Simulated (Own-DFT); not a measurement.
## Calculated data, Si7Ge (diamond lattice with Si and Ge gathered in clusters, atoms displaced)

Computed with Own-DFT development build. A calculation, not a measurement: plane-wave density functional theory by an unreviewed code, no spin, of a simulated periodic cell, stress positive in tension, run twice, with PBE and with PBEsol, both on files made for PBE, so the change isn't that of files made for PBEsol; forces on such cells passed a denser k mesh, this cell's mesh not checked; the far tail of each file's local potential was reset to the Coulomb form; each entry is a single point on an unrelaxed cell, so the pressure reflects the starting lattice, mostly measured values (interpolated for alloys), from which strain is counted, and rises with the displacements; printed positions are rounded, which can move forces by about a meV/angstrom; the program, named Own-DFT, is a retired in-house code; no spin-orbit coupling; stress was not checked against mesh or cutoff.

```xyz
64
Lattice="10.9187 0.0000 0.0000 0.0000 10.9187 0.0000 0.0000 0.0000 10.9187" Properties=species:S:1:pos:R:3:PBE_force_x:R:1:PBE_force_y:R:1:PBE_force_z:R:1:PBEsol_force_x:R:1:PBEsol_force_y:R:1:PBEsol_force_z:R:1 formula=Si7Ge functional=PBE,then_PBEsol potential_files=PseudoDojo_norm-conserving,scalar-relativistic,standard_set wave_cutoff=42 occupations=Fermi-Dirac smearing_width=0.1 k_mesh=3_x_3_x_3_centred_on_Gamma PBE_pressure=3.16 PBE_stress_xx=-3.13 PBE_stress_yy=-3.19 PBE_stress_zz=-3.16 PBE_stress_yz=-0.65 PBE_stress_xz=0.15 PBE_stress_xy=0.86 PBEsol_pressure=1.65 PBEsol_stress_xx=-1.62 PBEsol_stress_yy=-1.68 PBEsol_stress_zz=-1.65 PBEsol_stress_yz=-0.63 PBEsol_stress_xz=0.16 PBEsol_stress_xy=0.88 rms_change_of_force_components_from_PBE_to_PBEsol=0.038
Si    10.9129    10.8204    10.8040     -0.625      1.366      2.417     -0.629      1.352      2.398
Si     0.0390     2.7867     2.7129     -1.017     -0.286     -0.325     -0.947     -0.209     -0.269
Si     2.8061    10.8290     2.6590     -2.021       1.32      1.399     -2.021      1.295      1.391
Si     2.8102     2.8052     0.0358     -1.429     -1.961     -0.974     -1.349     -1.883     -0.904
Si     1.3482     1.4140     1.4530       0.71     -1.082     -1.714      0.702     -1.075     -1.691
Ge     1.3326     4.0706     4.0932      0.202      -0.23      0.907      0.247     -0.173      0.844
Si     4.0604     1.3457     3.9829       0.37       0.44      1.616      0.351      0.444      1.593
Ge     4.0422     3.9945     1.4395      1.332      2.041     -0.533      1.256      2.037     -0.467
Si    10.8760    10.8912     5.3992      0.139      0.085      0.223      0.122      0.079       0.21
Si     0.0004     2.6862     8.1601       0.68      0.636      0.379      0.681      0.628       0.37
Si     2.6768    10.9019     8.1997      0.991     -0.006     -0.419      0.987     -0.012     -0.412
Si     2.6780     2.7590     5.5457      0.828     -0.568     -0.934      0.834     -0.459     -0.933
Si     1.3693     1.3063     6.7740     -0.407      0.043      0.375     -0.412      0.031      0.366
Si     1.3980     4.1646     9.6587      0.725     -0.941     -1.754      0.719     -0.937     -1.748
Si     4.1626     1.3405     9.5697      -1.03     -0.402      0.322     -1.022      -0.41       0.33
Ge     4.0670     4.2330     6.8560      1.211     -2.423     -0.653      1.224     -2.323     -0.687
Si     0.0737     5.4322     0.0302     -1.068      1.636     -0.238     -1.047      1.632     -0.238
Si     0.0853     8.1756     2.6776     -1.983      1.422      2.696     -1.968      1.428      2.706
Ge     2.6618     5.4419     2.7453      -1.22     -0.334     -1.819      -1.14     -0.362     -1.709
Si     2.7037     8.2206    10.9063     -0.259      0.289      0.651     -0.253      0.284      0.654
Si     1.2074     6.9270     1.4418      3.012     -2.312     -2.687      3.038     -2.349     -2.641
Si     1.3805     9.5019     4.0887     -0.428      1.237     -0.805     -0.365      1.172     -0.738
Ge     3.9459     6.7291     4.0266      2.175      1.666      0.657      2.093      1.601      0.653
Si     4.1186     9.6869     1.3576      0.049     -2.421     -1.015      0.096      -2.46     -0.966
Si     0.0197     5.4485     5.4264     -0.481       0.44      0.565     -0.411      0.386      0.497
Si     0.0348     8.0877     8.2224     -0.259      0.564     -0.636     -0.243       0.55     -0.631
Si     2.8456     5.4863     8.1771     -2.556      0.892      1.338     -2.466      0.815      1.251
Ge     2.6454     8.1440     5.4025      1.123      0.615      0.798      1.139      0.547      0.728
Si     1.3957     6.8019     6.7885     -0.454     -0.675      0.895     -0.387     -0.627      0.824
Si     1.2955     9.5720     9.5309      1.207     -1.118       -0.6      1.196     -1.117     -0.604
Si     4.0593     6.8776     9.5268     -0.075     -0.021      0.646     -0.087     -0.024      0.646
Si     4.1658     9.5602     6.7322     -1.423     -0.364       1.38     -1.458     -0.417      1.318
Si     5.4794    10.8382     0.0311      0.456      0.865     -1.093       0.46       0.85     -1.097
Si     5.4855     2.7312     2.6983      0.426     -1.224      0.115      0.369     -1.163      0.053
Si     8.3397    10.8739     2.7732     -1.703      0.369     -0.055     -1.687      0.364     -0.041
Si     8.2731     2.7252    10.8199     -0.801      0.368      1.379     -0.791      0.369      1.361
Si     6.8340     1.2907     1.2911      1.115      0.574      0.745      1.105      0.571      0.736
Si     6.7405     4.1112     4.0359      1.292     -0.269      0.768       1.23     -0.213      0.815
Si     9.5891     1.4669     4.0470      0.117     -0.829      0.316      0.124     -0.803      0.313
Si     9.6305     4.1371     1.3142     -1.235     -0.369      0.516     -1.231     -0.364       0.52
Si     5.4535     0.0501     5.5590      0.641      0.145     -2.049      0.646      0.164     -2.036
Si     5.4400     2.7272     8.2762      0.416      0.084     -1.165      0.378      0.126     -1.212
Si     8.1942     0.1259     8.1388      0.549      -1.89       1.54      0.546     -1.871      1.535
Si     8.2441     2.6885     5.4774     -0.612      1.067     -0.546     -0.608      1.058     -0.537
Si     6.9006     1.3617     6.8416     -1.378      1.132     -0.293     -1.377      1.138     -0.294
Si     6.7302     4.0771     9.6475      0.862      0.242     -0.676      0.847      0.233     -0.647
Si     9.5896     1.3752     9.5667      0.102     -0.428      -0.76       0.11     -0.432     -0.743
Si     9.5942     4.1116     6.8123     -0.568      0.019      0.329     -0.556      0.025      0.332
Si     5.4458     5.5592    10.8604     -0.023     -0.355      1.631     -0.056     -0.359      1.645
Ge     5.5010     8.2072     2.6474     -1.742     -0.439      0.093     -1.729     -0.456      0.111
Si     8.1336     5.5304     2.7199      1.883     -1.767      1.036      1.878     -1.762      1.047
Si     8.2140     8.2178    10.8333      0.639     -0.909      2.173       0.64     -0.898      2.156
Si     6.8963     6.8146     1.4845     -0.757      0.786     -3.284     -0.817      0.846     -3.202
Si     6.7816     9.4261     4.0494      0.018      3.099      0.409     -0.073      3.024      0.323
Si     9.6107     6.8397     4.0841     -0.773        0.3      0.111     -0.759      0.305      0.109
Si     9.6083     9.4870     1.4713     -0.227      0.454     -2.037     -0.228      0.439     -2.013
Ge     5.4730     5.5433     5.4595      0.551      0.201     -0.022      0.445      0.193     -0.027
Si     5.3830     8.2356     8.2734      0.829      0.124     -1.113      0.812      0.126     -1.102
Si     8.0797     5.4361     8.1729      0.686     -0.254      0.214      0.663     -0.271      0.212
Si     8.0854     8.2680     5.3738      2.195     -1.062      1.463      2.185     -1.054       1.44
Si     6.8737     6.9452     6.8742      -0.71     -0.161     -0.085     -0.742     -0.181     -0.112
Si     6.8377     9.4641     9.6162     -0.347      1.746     -1.264     -0.338      1.734     -1.265
Si     9.5109     6.8285     9.5129      0.313      -1.15      0.331      0.304     -1.151       0.33
Si     9.5562     9.5399     6.9031     -0.234     -0.014     -0.888     -0.229     -0.027     -0.855
```

Units: wave_cutoff in hartree; smearing_width in eV; PBE_pressure, PBE_stress_xx, PBE_stress_yy, PBE_stress_zz, PBE_stress_yz, PBE_stress_xz, PBE_stress_xy, PBEsol_pressure, PBEsol_stress_xx, PBEsol_stress_yy, PBEsol_stress_zz, PBEsol_stress_yz, PBEsol_stress_xz, PBEsol_stress_xy in GPa; rms_change_of_force_components_from_PBE_to_PBEsol, PBE_force_x, PBE_force_y, PBE_force_z, PBEsol_force_x, PBEsol_force_y, PBEsol_force_z in eV/Å.
